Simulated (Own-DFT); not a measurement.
# Computed records: Al$_{3}$GaN$_{4}$ (wurtzite random alloy, strained, atoms displaced)

All values are calculated (Own-DFT development build). A calculation, not a measurement: plane-wave PBE density functional theory by an unreviewed code, no spin, of a simulated periodic cell, stress positive in tension, free energy of the whole cell less one offset for each atom, forces on such cells passed a denser k mesh, this cell's mesh not checked; offsets are fitted by least squares, one for each functional and potential file, so energies compare only between cells with the same atoms and settings and are not formation energies; the far tail of each file's local potential was reset to the Coulomb form; each entry is a single point on an unrelaxed cell, so the pressure reflects the starting lattice, mostly measured values, from which strain is counted, and rises with the displacements; printed positions are rounded, which can move forces by about a meV/angstrom; the program is a retired in-house code; no spin-orbit coupling.

### Al$_{3}$GaN$_{4}$ (wurtzite random alloy, strained, atoms displaced)

```
CELL_PARAMETERS angstrom
9.39380 0.00000 0.00000
-4.69690 8.13520 0.00000
0.00000 0.00000 10.36750
ATOMIC_POSITIONS crystal
Al 0.10277 0.21486 0.99687
Al 0.22537 0.11233 0.24996
N 0.11862 0.21868 0.18591
N 0.21663 0.12001 0.43298
Ga 0.10865 0.20904 0.48909
Al 0.22326 0.10906 0.74819
N 0.10610 0.22165 0.68881
N 0.22506 0.11796 0.93785
Al 0.10990 0.55416 0.01054
Ga 0.21720 0.43698 0.24699
N 0.10566 0.55667 0.18893
N 0.22852 0.44518 0.44281
Ga 0.10478 0.55482 0.50470
Al 0.22779 0.43872 0.75117
N 0.11575 0.55165 0.69574
N 0.22772 0.45317 0.94972
Al 0.10800 0.88863 0.99099
Al 0.21492 0.76196 0.25623
N 0.10975 0.89254 0.18539
N 0.22093 0.77912 0.44387
Al 0.11498 0.89499 0.51061
Al 0.21554 0.78293 0.75697
N 0.10877 0.89341 0.68553
N 0.23687 0.77680 0.94282
Al 0.45357 0.23291 0.99627
Al 0.55172 0.10720 0.25096
N 0.43761 0.22712 0.18543
N 0.54429 0.09946 0.43786
Al 0.44805 0.21820 0.49618
Al 0.54793 0.10302 0.75107
N 0.46053 0.23103 0.68959
N 0.55646 0.11002 0.94302
Al 0.44212 0.55272 0.99472
Al 0.54798 0.44321 0.25205
N 0.43537 0.55264 0.19774
N 0.55395 0.44228 0.43763
Al 0.43642 0.55256 0.49592
Ga 0.54778 0.44022 0.75076
N 0.43939 0.55888 0.68777
N 0.56743 0.44736 0.94772
Al 0.45804 0.90251 0.99432
Ga 0.56554 0.77254 0.24993
N 0.44830 0.88664 0.19932
N 0.55759 0.77484 0.43632
Al 0.44827 0.89892 0.49787
Al 0.55224 0.78235 0.74818
N 0.43975 0.88400 0.68996
N 0.55689 0.77611 0.93484
Al 0.77465 0.22086 0.00238
Al 0.89426 0.12067 0.25529
N 0.78257 0.22008 0.19011
N 0.89572 0.11485 0.43524
Ga 0.78778 0.22459 0.50100
Ga 0.88866 0.11471 0.74922
N 0.78776 0.21943 0.68994
N 0.89695 0.11869 0.93551
Ga 0.78105 0.56452 0.99951
Al 0.89443 0.45561 0.25528
N 0.77915 0.56237 0.18801
N 0.89683 0.44637 0.43838
Al 0.78796 0.56472 0.50103
Al 0.89860 0.44922 0.75074
N 0.78229 0.55988 0.69170
N 0.88317 0.44204 0.94198
Al 0.77892 0.88756 0.99116
Al 0.90264 0.77364 0.25666
N 0.78104 0.89677 0.19472
N 0.89523 0.78216 0.43597
Ga 0.78617 0.89604 0.50392
Al 0.88658 0.78493 0.75273
N 0.77971 0.88681 0.69183
N 0.89030 0.77669 0.93613
```

```
functional      : PBE
potential files : PseudoDojo norm-conserving, scalar-relativistic, standard set with the stringent files for Ga
wave cutoff     : 96 hartree
occupations     : Gaussian
smearing width  : 0.01 eV
k mesh          : 4 x 4 x 3 centred on Gamma
stress zz       : —
stress xx       : —
```

Questions
1. Estimate the stress zz of Al$_{3}$GaN$_{4}$ (wurtzite random alloy, strained, atoms displaced).
2. Estimate the stress xx of Al$_{3}$GaN$_{4}$ (wurtzite random alloy, strained, atoms displaced).
3. Give the table of force values for Al$_{3}$GaN$_{4}$ (wurtzite random alloy, strained, atoms displaced).

Calculated values
1. 5.59 GPa
2. -4.05 GPa
3. 
Force:
```csv
element,x (eV/Å),y (eV/Å),z (eV/Å)
Al,1.493,1.823,1.068
Al,-0.249,-0.8,-0.736
N,-1.782,-0.679,-0.282
N,5.647,-3.19,-0.272
Ga,-2.31,4.052,3.032
Al,-0.548,1.498,0.339
N,2.489,0.03,-0.143
N,0.642,-0.697,-0.929
Al,-0.095,0.247,-1.69
Ga,-0.34,0.379,1.004
N,0.045,-0.613,0.409
N,-1.951,-0.658,-0.822
Ga,2.672,0.493,0.944
Al,-1.486,0.538,0.512
N,-0.607,1,0.296
N,-0.554,-1.935,-1.421
Al,1.563,0.541,1.845
Al,0.563,3.212,-0.442
N,1.389,-0.618,-0.081
N,-0.243,0.838,-0.251
Al,-0.048,-0.344,-2.753
Al,1.65,-1.48,-0.368
N,0.375,-0.214,1.671
N,-2.377,0.467,-0.575
Al,-0.686,-1.568,1.252
Al,0.18,0.224,-0.581
N,1.91,-0.411,0.178
N,0.542,2.81,-0.591
Al,-1.016,1.273,0.229
Al,1.442,1.033,0.02
N,-1.324,-3.135,-0.993
N,-0.261,1.61,-1.359
Al,0.696,0.767,1.602
Al,0.611,0.442,-0.163
N,1.919,-0.181,-2.293
N,0.768,0.139,0.482
Al,1.844,1.007,0.679
Ga,0.871,2.347,0.354
N,0.677,0.071,-0.125
N,-2.952,-0.246,-1.44
Al,-0.147,-2.946,2.303
Ga,-1.201,0.785,0.344
N,-1.398,0.057,-1.519
N,-0.706,0.502,1.96
Al,0.729,-3.716,0.476
Al,0.841,-1.029,0.074
N,-0.843,1.111,-0.357
N,0.212,0.516,-0.007
Al,0.894,0.598,0.314
Al,0.697,-1.531,-1.568
N,-1.398,1.185,0.253
N,-1.344,-0.554,-0.385
Ga,-1.118,-0.384,0.301
Ga,1.58,-1.068,0.861
N,-3.815,1.417,-0.38
N,-1.663,-1.448,0.863
Ga,1.383,-0.807,1.101
Al,-0.863,-1.74,-1.112
N,0.09,-0.851,1.435
N,-2.429,-0.028,-0.657
Al,-1.138,-0.975,0.294
Al,-0.912,-0.686,0.703
N,0.6,0.324,-0.597
N,1.548,0.07,-0.495
Al,-0.3,0.746,1.827
Al,-2.318,1.475,-1.223
N,2.231,0.067,-1.594
N,1.058,-0.28,1.151
Ga,-0.911,-1.376,-0.718
Al,0.867,-1.49,-0.36
N,-1.238,0.015,0.069
N,-0.146,1.968,-0.964
```

Further results for Al$_{3}$GaN$_{4}$ (wurtzite random alloy, strained, atoms displaced):

```
free energy of cell above offsets : -21.896 eV
pressure                          : 1.01 GPa
stress yy                         : -4.56 GPa
stress yz                         : -0.07 GPa
stress xz                         : -0.3 GPa
stress xy                         : -0.52 GPa
```
